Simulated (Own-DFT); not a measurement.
Si₁₂O₂₃ (quartz with two neutral oxygen vacancies, strained, atoms displaced) (calculated)

Computed with Own-DFT development build. A calculation, not a measurement: plane-wave PBE and HSE06 DFT by an unreviewed code, no spin, of a simulated cell at Gamma alone, so results move with cell size and shape, stress positive in tension, energies less offsets, not probed for a lower state with spin; oxygen file: force components 24 meV/angstrom off all-electron in a glass; k mesh not checked against a denser one; forces and stress are PBE's, HSE06 gives the energy alone, and its difference from PBE has offsets of its own; offsets are fitted by least squares, one for each functional and potential file, so energies compare only between cells with the same atoms and settings and are not formation energies; the far tail of each file's local potential was reset to the Coulomb form; each entry is a single point on an unrelaxed cell, so the pressure reflects the starting lattice, mostly measured values (interpolated for alloys), from which strain is counted, and rises with the displacements; printed positions are rounded, which can move forces by about a meV/angstrom; the program, named Own-DFT, is a retired in-house code; no spin-orbit coupling.

Settings shared by all entries: first functional PBE; second functional HSE06; exact exchange share 0.25; screening 0.11 1/bohr; exchange divergence Gygi-Baldereschi; potential files PseudoDojo norm-conserving, scalar-relativistic, made for PBE, standard set; wave cutoff 48 hartree; occupations fixed; k mesh 1 x 1 x 1 centred on Gamma.

(1) Si₁₂O₂₃ (quartz with two neutral oxygen vacancies, strained, atoms displaced)

```
Si12O23
1.0
      9.9501    -0.1393     0.1171
     -5.0957     8.5843    -0.1641
      0.1288    -0.1341    10.9887
Si O Si O Si O Si O Si O Si O Si O Si O
3 6 3 6 3 6 3 6 3 6 3 5 3 5 3 6
Direct
  0.24227 0.00285 0.00368
  0.00521 0.23901 0.33123
  0.26615 0.26030 0.16778
  0.20150 0.13000 0.06394
  0.42273 0.29725 0.22418
  0.37472 0.07831 0.39726
  0.07440 0.36868 0.44395
  0.13605 0.20738 0.27415
  0.29650 0.42414 0.10755
  0.23202 0.99380 0.50032
  0.00258 0.23818 0.83187
  0.26103 0.26500 0.66575
  0.19964 0.13048 0.56065
  0.42873 0.29655 0.72793
  0.36948 0.07405 0.88812
  0.07125 0.37110 0.93598
  0.12860 0.20083 0.77036
  0.29241 0.42560 0.60679
  0.23735 0.50602 0.00097
  0.00316 0.73689 0.33186
  0.26278 0.76084 0.16593
  0.20733 0.63225 0.06462
  0.43020 0.79881 0.22362
  0.37146 0.56985 0.38921
  0.06847 0.86339 0.43619
  0.13617 0.71271 0.27486
  0.29303 0.92376 0.10547
  0.23812 0.50508 0.50040
  0.99994 0.74006 0.83587
  0.26245 0.76406 0.67014
  0.20783 0.63752 0.55640
  0.43362 0.80033 0.72763
  0.36418 0.57187 0.89171
  0.07063 0.86780 0.93665
  0.13736 0.71044 0.77129
  0.29007 0.92589 0.60480
  0.73383 0.99878 0.00311
  0.49994 0.23332 0.32977
  0.76183 0.26503 0.16691
  0.70292 0.12952 0.05993
  0.92640 0.29205 0.22574
  0.86671 0.07411 0.38873
  0.57920 0.37137 0.44374
  0.63295 0.20740 0.27477
  0.79052 0.42495 0.10456
  0.73350 0.99884 0.50147
  0.50049 0.23171 0.83271
  0.76283 0.26326 0.66476
  0.92376 0.28982 0.72773
  0.87210 0.07601 0.89352
  0.56954 0.36596 0.93672
  0.64107 0.20602 0.77781
  0.79382 0.42865 0.61001
  0.72725 0.50014 0.00279
  0.50209 0.73572 0.33214
  0.76436 0.76335 0.17018
  0.70750 0.63545 0.06147
  0.93257 0.79651 0.22641
  0.86368 0.57006 0.39051
  0.63128 0.70571 0.27349
  0.79330 0.92758 0.11058
  0.73704 0.50181 0.49970
  0.49902 0.73329 0.83136
  0.77011 0.76540 0.66654
  0.71523 0.63311 0.55821
  0.93032 0.79504 0.72763
  0.86461 0.57019 0.89229
  0.57143 0.86835 0.94454
  0.63207 0.70790 0.77114
  0.78973 0.92415 0.60526
```

- PBE energy of cell above offsets: -21.891 eV
- HSE06 less PBE above offsets: 0.872 eV
- PBE pressure: 1.1 GPa
- PBE stress xx: -0.36 GPa
- PBE stress yy: -2.56 GPa
- PBE stress zz: -0.37 GPa
- PBE stress yz: -3.63 GPa
- PBE stress xz: 4.6 GPa
- PBE stress xy: -2.47 GPa

Force:
```csv
element,x (eV/Å),y (eV/Å),z (eV/Å)
Si,-1.19,-0.774,-1.347
Si,-1.499,-0.267,0.229
Si,-3.011,2.349,-0.783
O,1.07,-1.966,-1.673
O,4.628,-0.406,2.686
O,-1.011,-1.45,0.459
O,-0.341,-0.538,-0.871
O,-0.252,-0.149,0.345
O,-1.292,0.753,-1.371
Si,-0.458,1.842,0.399
Si,-1.192,-0.834,-0.91
Si,1.946,0.434,0.362
O,1.021,-1.405,-1.058
O,-0.239,-0.717,0.076
O,-1.288,-2.522,2.121
O,0.683,1.52,1.389
O,-0.166,0.204,0.454
O,-0.698,1.074,-0.753
Si,1.474,-3.615,0.671
Si,-2.332,-2.171,-1.133
Si,0.741,2.972,1.93
O,-0.573,-1.142,-1.441
O,0.331,-0.642,0.742
O,-0.901,-0.545,0.976
O,0.393,1.943,2.025
O,1.059,-0.481,-0.465
O,-0.07,0.074,-0.182
Si,1.572,-1.014,0.355
Si,0.206,-3.143,-2.319
Si,2.613,2.128,-2.325
O,0.198,0.253,0.401
O,-1.067,-0.591,-0.28
O,0.235,0.266,-0.222
O,1.327,3.075,2.999
O,-2.876,-0.779,2.688
O,0.481,-0.755,0.528
Si,2.4,0.338,-0.239
Si,-1.836,2.7,1.043
Si,1.666,0.521,-0.655
O,-0.553,0.877,0.738
O,-0.193,0.101,0.132
O,-0.17,-0.079,0.528
O,-1.931,-3.122,-2.504
O,0.373,-0.22,-0.419
O,-0.608,0.068,-0.112
Si,-1.427,0.294,-0.634
Si,0.022,1.983,-2.818
Si,1.701,-0.799,-1.396
O,0.401,0.265,-0.079
O,-0.911,-1.143,1.227
O,-0.238,0.538,1.1
O,-1.679,-0.219,0.513
O,-0.273,-0.01,-0.763
Si,2.805,-0.846,-1.073
Si,-1.289,2.792,1.063
Si,0.786,2.438,-0.172
O,-0.573,-0.136,-0.134
O,-0.703,-0.464,-0.156
O,1.029,0.968,-0.962
O,1.146,-0.625,-0.394
O,-0.097,-0.397,-0.311
Si,2.837,-0.889,1.067
Si,-0.56,1.61,0.43
Si,-0.848,0.7,-0.313
O,-1.389,1.969,1.362
O,-0.047,-0.013,-0.008
O,-0.419,0.531,0.447
O,-0.542,-1.811,-1.356
O,0.802,-0.171,-0.285
O,0.795,-0.73,0.427
```

(2) Si₁₂O₂₃ (quartz with two neutral oxygen vacancies, strained, atoms displaced)

```
Si12O23
1.0
      9.8010    -0.0043    -0.0587
     -4.9042     8.4242     0.0278
     -0.0645    -0.0020    10.9373
Si O Si O Si O Si O Si O Si O Si O Si O
3 6 3 5 3 6 3 6 3 6 3 5 3 6 3 6
Direct
  0.23349 0.00247 0.99971
  0.00624 0.23739 0.33060
  0.27056 0.26419 0.16571
  0.20417 0.13404 0.06126
  0.42681 0.29383 0.22464
  0.37051 0.07476 0.38899
  0.07686 0.36938 0.44026
  0.13119 0.20398 0.27024
  0.29057 0.42856 0.10753
  0.23954 0.99803 0.49944
  0.99379 0.23076 0.82937
  0.26321 0.26663 0.66246
  0.21209 0.13790 0.56148
  0.36935 0.07526 0.89514
  0.07337 0.36700 0.93767
  0.12934 0.20820 0.77227
  0.29119 0.42414 0.60542
  0.23679 0.50526 0.99756
  0.99818 0.73512 0.33740
  0.26436 0.76750 0.16074
  0.21001 0.63150 0.05992
  0.43367 0.79307 0.22721
  0.37234 0.57936 0.39239
  0.06944 0.86036 0.43757
  0.13826 0.70824 0.26928
  0.29587 0.93054 0.10874
  0.23218 0.49430 0.49779
  0.00212 0.73671 0.83349
  0.26334 0.76474 0.66588
  0.20974 0.63495 0.55515
  0.43364 0.80479 0.72737
  0.36664 0.56712 0.89749
  0.07552 0.86547 0.94145
  0.13433 0.70525 0.77384
  0.29860 0.92784 0.60903
  0.73455 0.99635 0.99396
  0.49686 0.23225 0.33192
  0.76179 0.25810 0.16776
  0.70482 0.13202 0.06226
  0.92663 0.29593 0.22598
  0.86860 0.07265 0.39947
  0.57838 0.37071 0.43788
  0.63769 0.21067 0.27135
  0.78761 0.42736 0.10717
  0.73786 0.00539 0.50046
  0.49610 0.22977 0.83659
  0.76200 0.26114 0.67321
  0.70590 0.13035 0.56505
  0.92310 0.29265 0.72680
  0.86743 0.07432 0.89243
  0.57201 0.36863 0.93767
  0.78789 0.42196 0.60708
  0.73356 0.49701 0.99489
  0.50058 0.73472 0.33736
  0.77222 0.77527 0.16902
  0.70074 0.63421 0.05987
  0.92714 0.79691 0.22189
  0.86293 0.56725 0.39162
  0.57504 0.86677 0.44147
  0.63144 0.70460 0.27233
  0.79472 0.92771 0.10475
  0.73462 0.49944 0.49944
  0.49701 0.72978 0.83075
  0.76368 0.76252 0.66347
  0.70754 0.62833 0.56024
  0.92459 0.79401 0.72697
  0.86470 0.57428 0.89561
  0.57458 0.86156 0.94021
  0.63624 0.70798 0.77610
  0.79368 0.92150 0.60709
```

* PBE energy of cell above offsets: -20.296 eV
* HSE06 less PBE above offsets: -0.054 eV
* PBE pressure: 8.13 GPa
* PBE stress xx: -6.56 GPa
* PBE stress yy: -11.64 GPa
* PBE stress zz: -6.18 GPa
* PBE stress yz: -0.25 GPa
* PBE stress xz: -1.37 GPa
* PBE stress xy: -1.41 GPa

Force:
```csv
element,x (eV/Å),y (eV/Å),z (eV/Å)
Si,1.208,0.26,0.793
Si,-2.207,-0.757,0.58
Si,-3.828,1.73,-0.59
O,0.01,-0.872,-1.051
O,2.069,0.325,0.968
O,-1.555,-3.069,2.04
O,-1.956,-2.697,-1.805
O,1.625,-0.218,-0.331
O,0.614,-0.712,0.483
Si,-1.101,0.78,-0.197
Si,1.602,2.38,1.66
Si,2.847,-1.001,5.546
O,0.752,-3.209,-3.096
O,-1.128,-3.45,1.877
O,-0.497,-0.382,-0.51
O,0.957,-0.433,-1.003
O,-0.512,2.44,-0.713
Si,0.386,-3.591,0.887
Si,0.904,-2.803,-5.254
Si,2.831,-0.962,2.743
O,-1.878,1.857,0.155
O,-2.538,0.473,-1.642
O,-1.861,-4.306,2.592
O,1.05,3.768,3.503
O,-2.177,-0.118,1.422
O,-0.712,1.8,-1.237
Si,2.225,4.161,0.051
Si,-0.881,-0.918,-0.344
Si,1.625,-1.54,0.419
O,-0.364,0.374,0.746
O,-0.587,-0.735,-0.159
O,1.318,1.421,-2.402
O,-0.636,-0.281,-0.263
O,-0.018,-0.106,-0.044
O,-0.927,1.569,-1.153
Si,-0.28,1.343,2.575
Si,2.571,3.289,-0.781
Si,-0.338,2.971,-1.371
O,0.625,-2.02,-2.148
O,1.472,-0.022,0.917
O,1.43,1.741,-1.846
O,-1.861,-2.471,-1.446
O,-2.103,-0.979,2.089
O,0.954,-1.164,0.508
Si,0.333,-2.285,0.924
Si,1.012,3.339,-5.349
Si,-4.325,-0.211,0.432
O,-0.848,0.474,0.096
O,1.201,0.959,-0.153
O,-0.352,-1.513,0.103
O,-1.162,-1.071,-0.328
O,0.517,0.308,0.243
Si,-1.359,2.43,3.734
Si,1.598,2.08,-2.604
Si,-3.11,-4.578,-1.291
O,0.922,-0.15,-0.207
O,4.049,0.256,2.739
O,0.618,0.675,-0.364
O,-0.157,0.844,0.855
O,0.937,0.486,0.13
O,-0.552,2.387,-0.901
Si,1.735,-0.509,0.206
Si,0.41,0.29,0.742
Si,-0.355,-1.341,1.724
O,-1.322,1.199,0.429
O,1.441,0.117,0.514
O,1.586,0.909,-1.874
O,-1.248,-0.948,-0.77
O,0.384,-0.435,-0.846
O,-1.086,2.42,-1.353
```

(3) Si₁₂O₂₃ (quartz with two neutral oxygen vacancies, strained, atoms displaced)

```
Si12O23
1.0
      9.6901     0.0824     0.1122
     -4.7737     8.6092     0.0730
      0.1234     0.1640    10.7407
Si O Si O Si O Si O Si O Si O Si O Si O
3 6 3 6 3 6 3 6 3 6 3 4 3 6 3 6
Direct
  0.23259 0.99516 0.00078
  0.99119 0.23033 0.33806
  0.26539 0.26269 0.16981
  0.21024 0.13658 0.05811
  0.43367 0.29817 0.22649
  0.36800 0.08118 0.39570
  0.06925 0.36167 0.44536
  0.14002 0.20681 0.27549
  0.29470 0.42990 0.10723
  0.23924 0.00570 0.49757
  0.99646 0.22887 0.83678
  0.26294 0.25893 0.66495
  0.20488 0.13081 0.55685
  0.43390 0.29333 0.72492
  0.36295 0.07239 0.89376
  0.07537 0.36902 0.94347
  0.12902 0.20462 0.77411
  0.29525 0.42236 0.61203
  0.23418 0.49533 0.00124
  0.00109 0.73276 0.33311
  0.26255 0.76539 0.16435
  0.21214 0.63768 0.05934
  0.42987 0.79358 0.22729
  0.37011 0.57677 0.39573
  0.07105 0.86820 0.43675
  0.13873 0.70825 0.27256
  0.28868 0.92021 0.10135
  0.23358 0.49970 0.50242
  0.00222 0.73456 0.83478
  0.26538 0.76655 0.66115
  0.20514 0.62866 0.55912
  0.42868 0.78636 0.72554
  0.36664 0.57522 0.89676
  0.07293 0.86287 0.93690
  0.13472 0.70475 0.77496
  0.29263 0.93017 0.60715
  0.73403 0.99928 0.99873
  0.50209 0.23766 0.33399
  0.76639 0.26790 0.16715
  0.70862 0.13641 0.06262
  0.92752 0.29349 0.22483
  0.87052 0.07798 0.39400
  0.56619 0.36439 0.43888
  0.62981 0.20667 0.27343
  0.79364 0.43189 0.10487
  0.73599 0.99720 0.49869
  0.49862 0.23241 0.82884
  0.76645 0.26029 0.66509
  0.70726 0.13920 0.55979
  0.87298 0.07583 0.89343
  0.57373 0.36542 0.93733
  0.79306 0.42843 0.60559
  0.74112 0.50522 0.00253
  0.49864 0.73541 0.33204
  0.76306 0.76678 0.16804
  0.70551 0.62705 0.05833
  0.92789 0.79640 0.23074
  0.86286 0.56925 0.39447
  0.57459 0.86671 0.44457
  0.62922 0.70236 0.27063
  0.79132 0.92280 0.10790
  0.73371 0.49734 0.50046
  0.50132 0.73371 0.83757
  0.76238 0.76329 0.66732
  0.70916 0.63756 0.56330
  0.92727 0.79392 0.72260
  0.86809 0.57337 0.89261
  0.57297 0.86934 0.93967
  0.63234 0.70530 0.77148
  0.79097 0.93314 0.61205
```

- PBE energy of cell above offsets: -19.781 eV
- HSE06 less PBE above offsets: -0.064 eV
- PBE pressure: 8.47 GPa
- PBE stress xx: -9.05 GPa
- PBE stress yy: -6.12 GPa
- PBE stress zz: -10.23 GPa
- PBE stress yz: 6.87 GPa
- PBE stress xz: 4.18 GPa
- PBE stress xy: 1.57 GPa

Force:
```csv
element,x (eV/Å),y (eV/Å),z (eV/Å)
Si,-2.639,1.021,-1.536
Si,3.743,5.096,-2.045
Si,1.98,1.611,-3
O,-0.17,-0.191,0.515
O,-1.181,0.133,-1.225
O,1.729,-0.074,-2.087
O,0.274,0.331,-0.096
O,-3.479,-0.978,2.985
O,1.546,-1.839,2.086
Si,-2.357,-3.762,0.298
Si,-2.211,5.807,-1.749
Si,1.567,-0.152,0.599
O,-1.462,1.723,1.351
O,-3.926,0.511,-3.234
O,0.935,0.182,-1.257
O,-0.844,-1.724,-1.089
O,2.331,-0.776,-0.727
O,-1.179,1.517,-1.553
Si,-1.814,1.269,0.114
Si,-0.879,0.395,1.812
Si,3.663,-0.991,-0.966
O,-0.229,-0.503,-0.192
O,-2.256,0.92,-1.977
O,-0.12,-0.842,0.08
O,1.101,0.61,0.555
O,-1.22,-1.218,2.009
O,0.905,0.634,1.471
Si,1.318,-2.857,-0.457
Si,-1.709,0.074,-1.188
Si,1.551,-0.87,1.552
O,-1.664,2.323,1.221
O,-1.766,0.499,-1.355
O,1.156,0.15,-1.07
O,-0.03,1.361,1.487
O,1.468,-0.221,-0.93
O,0.591,-0.406,0.133
Si,-0.912,0.261,0.633
Si,-1.68,1.032,0.866
Si,-0.368,0.295,-1.205
O,0.3,-0.612,-0.537
O,0.459,0.202,0.412
O,-0.778,-3.907,0.79
O,0.939,1.834,1.521
O,2.712,-0.678,-0.589
O,2.655,-2.28,3.166
Si,-2.425,0.732,1.484
Si,4.912,0.266,1.96
Si,-0.627,1.453,4.836
O,0.653,-2.599,-2.771
O,-1.23,-4.063,1.975
O,0.77,0.684,0.541
O,1.475,-1.095,1.405
Si,-2.267,-3.564,-4.088
Si,0.384,0.793,2.516
Si,2.868,-2.722,-1.514
O,-2.52,4.463,2.813
O,-1.071,-0.017,-1.355
O,1.768,1.477,-2.275
O,-0.253,-0.86,-1.309
O,0.098,-0.76,1.16
O,-0.712,1.882,-1.105
Si,-3.402,-0.285,0.399
Si,-1.001,0.392,-0.121
Si,1.551,1.746,-1.189
O,0.117,-1.428,-1.7
O,0.869,0.063,0.782
O,0.94,0.337,-0.973
O,0.27,0.271,0.245
O,-0.325,-0.954,1.926
O,1.108,-1.119,0.771
```
